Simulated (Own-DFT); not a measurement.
## Calculated data, In3GaP4 (zincblende random alloy, strained, atoms displaced)

All values are calculated (Own-DFT development build). A calculation, not a measurement: plane-wave PBE density functional theory by an unreviewed code, no spin, of a simulated periodic cell, stress positive in tension, free energy of the whole cell less one offset for each atom, forces on such cells passed a denser k mesh, this cell's mesh not checked; offsets are fitted by least squares, one for each functional and potential file, so energies compare only between cells with the same atoms and settings and are not formation energies; the far tail of each file's local potential was reset to the Coulomb form; each entry is a single point on an unrelaxed cell, so the pressure reflects the starting lattice, mostly measured values, from which strain is counted, and rises with the displacements; printed positions are rounded, which can move forces by about a meV/angstrom; the program is a retired in-house code; no spin-orbit coupling.

In3GaP4 (zincblende random alloy, strained, atoms displaced)

```cif
# cell vector a (Å): 11.3066 0.0000 0.0000
# cell vector b (Å): 0.0000 11.3066 0.0000
# cell vector c (Å): 0.0000 0.0000 11.7722
data_In3GaP4
_symmetry_space_group_name_H-M 'P 1'
_symmetry_Int_Tables_number 1
_cell_length_a 11.3066
_cell_length_b 11.3066
_cell_length_c 11.7722
_cell_angle_alpha 90.000
_cell_angle_beta 90.000
_cell_angle_gamma 90.000
_cell_volume 1504.95
loop_
_atom_site_label
_atom_site_type_symbol
_atom_site_fract_x
_atom_site_fract_y
_atom_site_fract_z
_atom_site_occupancy
In1 In 0.99843 0.00586 0.00169 1
In2 In 0.00512 0.24939 0.25148 1
In3 In 0.24778 0.99950 0.23663 1
Ga1 Ga 0.25294 0.25457 0.99403 1
P1 P 0.12101 0.12197 0.12714 1
P2 P 0.12707 0.36753 0.37486 1
P3 P 0.37394 0.12049 0.37486 1
P4 P 0.37516 0.37155 0.13145 1
In4 In 0.00065 0.00364 0.49797 1
Ga2 Ga 0.00500 0.24566 0.74496 1
In5 In 0.24671 0.00088 0.74974 1
In6 In 0.24518 0.24882 0.50594 1
P5 P 0.12234 0.12469 0.61630 1
P6 P 0.12441 0.37545 0.87960 1
P7 P 0.37581 0.11510 0.87149 1
P8 P 0.37588 0.37851 0.62215 1
In7 In 0.99737 0.49205 0.00279 1
In8 In 0.00315 0.74776 0.25615 1
In9 In 0.25287 0.50699 0.25042 1
In10 In 0.24418 0.74615 0.99917 1
P9 P 0.11636 0.61922 0.12083 1
P10 P 0.12033 0.87066 0.37868 1
P11 P 0.38168 0.62642 0.37951 1
P12 P 0.36104 0.87315 0.12475 1
Ga3 Ga 0.99309 0.50067 0.50335 1
Ga4 Ga 0.00756 0.74646 0.74978 1
In11 In 0.25682 0.50444 0.75605 1
Ga5 Ga 0.24656 0.75556 0.49591 1
P13 P 0.11981 0.62778 0.62850 1
P14 P 0.13049 0.87750 0.87117 1
P15 P 0.37502 0.62403 0.87289 1
P16 P 0.37648 0.87239 0.62214 1
In12 In 0.49794 0.01178 0.00115 1
In13 In 0.49392 0.25407 0.23770 1
Ga6 Ga 0.76122 0.00601 0.24810 1
Ga7 Ga 0.75153 0.24372 0.00415 1
P17 P 0.63404 0.13405 0.12916 1
P18 P 0.62602 0.37869 0.37126 1
P19 P 0.87488 0.12630 0.36673 1
P20 P 0.87930 0.38233 0.12330 1
In14 In 0.49527 0.00293 0.50252 1
In15 In 0.49642 0.25329 0.74655 1
In16 In 0.74926 0.99474 0.75232 1
In17 In 0.75003 0.25687 0.50653 1
P21 P 0.61733 0.12663 0.62310 1
P22 P 0.63193 0.37022 0.87046 1
P23 P 0.86662 0.13294 0.87166 1
P24 P 0.87364 0.36849 0.62906 1
In18 In 0.50078 0.50133 0.99442 1
In19 In 0.49429 0.75177 0.25152 1
Ga8 Ga 0.74958 0.51137 0.24599 1
In20 In 0.74803 0.74892 0.99121 1
P25 P 0.62511 0.62170 0.12622 1
P26 P 0.61835 0.87699 0.37177 1
P27 P 0.87961 0.62270 0.37353 1
P28 P 0.87838 0.87298 0.12682 1
In21 In 0.49689 0.50427 0.49153 1
In22 In 0.49598 0.74428 0.74448 1
In23 In 0.74696 0.50834 0.74854 1
In24 In 0.74845 0.75095 0.49884 1
P29 P 0.62257 0.61981 0.62776 1
P30 P 0.61982 0.87764 0.87522 1
P31 P 0.88013 0.62359 0.87157 1
P32 P 0.87581 0.87984 0.62634 1
```

| Quantity | Value |
| --- | --- |
| functional | PBE |
| potential files | PseudoDojo norm-conserving, scalar-relativistic, standard set |
| wave cutoff | 42 hartree |
| occupations | Fermi-Dirac |
| smearing width | 0.1 eV |
| k mesh | 3 x 3 x 3 centred on Gamma |
| free energy of cell above offsets | -28.632 eV |
| pressure | 5.79 GPa |
| stress xx | -6.43 GPa |
| stress yy | -6.44 GPa |
| stress zz | -4.51 GPa |
| stress yz | 0.2 GPa |
| stress xz | -0.81 GPa |
| stress xy | 0.05 GPa |

Force:
```
element  x (eV/Å)  y (eV/Å)  z (eV/Å)
     In    -0.452    -0.426    -0.973
     In     -0.65     0.477    -0.608
     In    -0.389     0.251     2.385
     Ga     -0.09    -0.611     0.464
      P     0.914     1.673    -1.489
      P    -0.408      2.07     0.854
      P    -0.496     0.669    -0.721
      P    -1.901     1.233    -2.932
     In    -0.956    -0.488    -0.503
     Ga    -0.307     0.285     0.477
     In     0.167    -0.146    -1.182
     In     1.216     0.415    -0.899
      P    -0.454     0.256      2.31
      P     0.492    -1.523    -1.054
      P    -0.954     2.407     0.316
      P    -0.411     0.206     0.015
     In     0.127     0.823      -1.3
     In    -0.183    -0.035     -0.88
     In    -0.515    -0.379     0.317
     In    -0.091    -0.191    -0.218
      P     0.827     0.591     0.639
      P     1.594      0.34     0.199
      P    -2.494     1.529    -0.201
      P     2.008    -0.553    -0.966
     Ga     0.438    -0.528    -0.052
     Ga    -0.616      0.74     0.189
     In    -1.294    -0.937    -1.135
     Ga     0.164    -0.447     0.516
      P     0.228    -0.014    -1.154
      P    -1.796     -0.94     0.054
      P     0.344     0.878      1.05
      P    -1.431    -0.441    -0.439
     In     0.732    -1.091     1.208
     In     1.412    -1.289     2.569
     Ga    -0.723     -0.77    -0.089
     Ga     0.278     1.186    -0.333
      P     0.683    -1.099    -0.311
      P     0.623     0.357    -0.898
      P    -0.831    -0.273     0.667
      P    -2.564    -1.562     1.367
     In     0.383    -0.373    -0.546
     In     0.081    -0.157     0.502
     In    -0.427     0.745     -0.38
     In    -0.613    -0.939    -1.286
      P         1    -0.225     0.368
      P     0.109    -0.398      1.27
      P     0.976     0.514     0.215
      P     1.867     1.166     0.511
     In      0.35    -1.003      0.39
     In      0.36     0.196    -0.854
     Ga     0.284    -0.918     0.402
     In     0.261     0.074     0.767
      P     0.248     0.296     0.207
      P     1.457     0.966    -0.373
      P    -0.888    -1.243     0.554
      P    -0.942      0.42     0.277
     In     1.161    -1.231     1.143
     In     0.371     0.677      0.47
     In     0.873    -1.068     0.423
     In     0.002     0.079    -0.015
      P    -0.149     0.635    -1.277
      P    -0.587    -0.355     0.028
      P     0.777      0.77    -0.425
      P     0.807    -1.272     0.368
```
